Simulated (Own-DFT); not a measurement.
# Response to strain: wurtzite GaN, 72 atoms (Ga36N36)

All numbers below are calculated, not measured. The program, named Own-DFT, is a retired in-house plane-wave density functional code that no person has reviewed. Each row is one single-point run on a periodic cell that was not relaxed, without spin or spin-orbit coupling.

Settings of every run: PBE; PseudoDojo norm-conserving scalar-relativistic files (stringent for Ga); cutoff 96 hartree; 4 x 4 x 3 k mesh centred on Gamma; Gaussian smearing of 0.01 eV.

Known limits: forces not confirmed at this smearing and k mesh; stress not checked against mesh or cutoff.

Unstrained cell vectors in Å: (9.567, 0.000, 0.000); (-4.784, 8.285, 0.000); (0.000, 0.000, 10.370). The unstrained cell has measured lattice constants (interpolated for alloys), not those of this functional. That, the random moves and any unrelaxed bonds set the pressure at no strain. Each run strains this cell uniformly, with the atoms carried along. Every atom was also moved at random, by a Gaussian of width 0.05 Å on each axis. Strain is the symmetric tensor, in per cent. Stress is positive in tension, and the pressure is minus a third of its trace.

```
run,e_xx (%),e_yy (%),e_zz (%),s_xx (GPa),s_yy (GPa),s_zz (GPa),P (GPa),E (meV/atom)
1,0.00,0.00,0.50,-5.98,-5.94,-5.38,5.77,0.0
2,0.00,0.00,-1.75,-9.66,-7.65,-14.78,10.70,34.6
3,0.00,0.00,2.50,-3.77,-6.18,2.94,2.34,3.3
4,0.00,0.00,-1.00,-7.74,-8.11,-9.67,8.51,6.4
5,0.00,0.00,-1.50,-7.05,-8.89,-14.60,10.18,21.8
6,0.00,0.00,3.00,-6.15,-3.07,4.53,1.56,12.0
7,0.00,0.00,1.00,-5.95,-6.97,-3.60,5.51,23.2
8,0.00,0.00,1.25,-5.38,-5.68,-2.72,4.59,9.8
9,0.00,0.00,2.00,?,?,?,?,?
```

E is the free energy for each atom above the lowest run shown.

## Worked fit

The change of volume is close to e_xx + e_yy + e_zz. A straight line through the runs shown gives P = 7.09 - 190 x (fractional change of volume) GPa, with an error of 7 on the slope and a scatter of 0.33 GPa. The strain isn't the same on all axes and the cell isn't cubic, so the slope belongs to this path and is not the bulk modulus.

## Withheld run

Question: what pressure should run 9 give? Its volume changes by 2.00 %.

The line gives 3.3 GPa. The calculation gave 3.76 GPa.
